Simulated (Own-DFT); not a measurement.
# What a defect does to the pressure of its cell: zincblende GaP

Source: density functional calculations with Own-DFT, an unreviewed in-house program that is no longer used. Nothing was measured or relaxed, and spin and spin-orbit coupling are left out.

All runs used: PBE; PseudoDojo norm-conserving scalar-relativistic files; cutoff 42 hartree; 3 x 3 x 3 k mesh centred on Gamma; Fermi-Dirac smearing of 0.1 eV.

Caveats (not all hold for every row): not probed for a lower state with spin; forces on such cells failed a check on a denser k mesh; forces on such cells passed a denser k mesh, each cell not checked; stress not checked against mesh or cutoff.

All runs share one cell, with vectors in Å (10.901, 0.000, 0.000); (0.000, 10.901, 0.000); (0.000, 0.000, 10.901) and a volume of 1295.4 Å³. The atoms are randomly displaced, by u rms on each axis. The defect's site can differ from row to row.

| cell | formula | u (Å) | P (GPa) |
|---|---|---|---|
| no defect | Ga32P32 | 0.0194 | 2.73 |
| no defect | Ga32P32 | 0.0495 | 3.19 |
| no defect | Ga32P32 | 0.0507 | 3.26 |
| one Al on a Ga site | AlGa31P32 | 0.0290 | 2.82 |
| one Al on a Ga site | AlGa31P32 | 0.0517 | 3.38 |
| one Al on a Ga site | AlGa31P32 | 0.0536 | 3.36 |
| one Ga on a P site and one P on a Ga site | Ga32P32 | 0.0287 | 2.98 |
| one Ga on a P site and one P on a Ga site | Ga32P32 | 0.0319 | 3.01 |
| one Ga on a P site and one P on a Ga site | Ga32P32 | 0.0504 | 3.41 |
| two P on a Ga site each | Ga30P34 | 0.0505 | 3.26 |
| two P on a Ga site each | Ga30P34 | 0.0509 | 3.20 |
| two P on a Ga site each | Ga30P34 | 0.0520 | 3.46 |
| one As on a P site | AsGa32P31 | 0.0308 | 3.20 |
| one As on a P site | AsGa32P31 | 0.0330 | 3.23 |
| one As on a P site | AsGa32P31 | 0.0476 | 3.56 |
| one As on a P site | AsGa32P31 | 0.0536 | ? |

## Working it out

P = P0 + c u² + a shift for each defect gives P0 = 2.59 GPa, c = 261 ± 22 GPa/Å² and a scatter of 0.06 GPa. The shifts, and each times the cell's volume:

- one As on a P site: 0.36 ± 0.05 GPa, 2.9 eV
- one Ga on a P site and one P on a Ga site: 0.16 ± 0.05 GPa, 1.3 eV
- one Al on a Ga site: 0.04 ± 0.05 GPa, 0.3 eV (not resolved)
- two P on a Ga site each: 0.04 ± 0.05 GPa, 0.3 eV (0.1 eV for each of its 2 sites) (not resolved)

Positive is outwards. The product with the volume (160.2 GPa Å³ to the eV) is nearly free of the cell's size; divided by the bulk modulus at the cell's pressure it gives the volume that the defect adds. The atoms around the defects weren't relaxed, which would change these numbers.

## Check

The question: what pressure belongs in the blank (one As on a P site, u = 0.0536 Å)?

Estimate: 3.70 ± 0.08 GPa. The hidden result is 3.70 GPa.
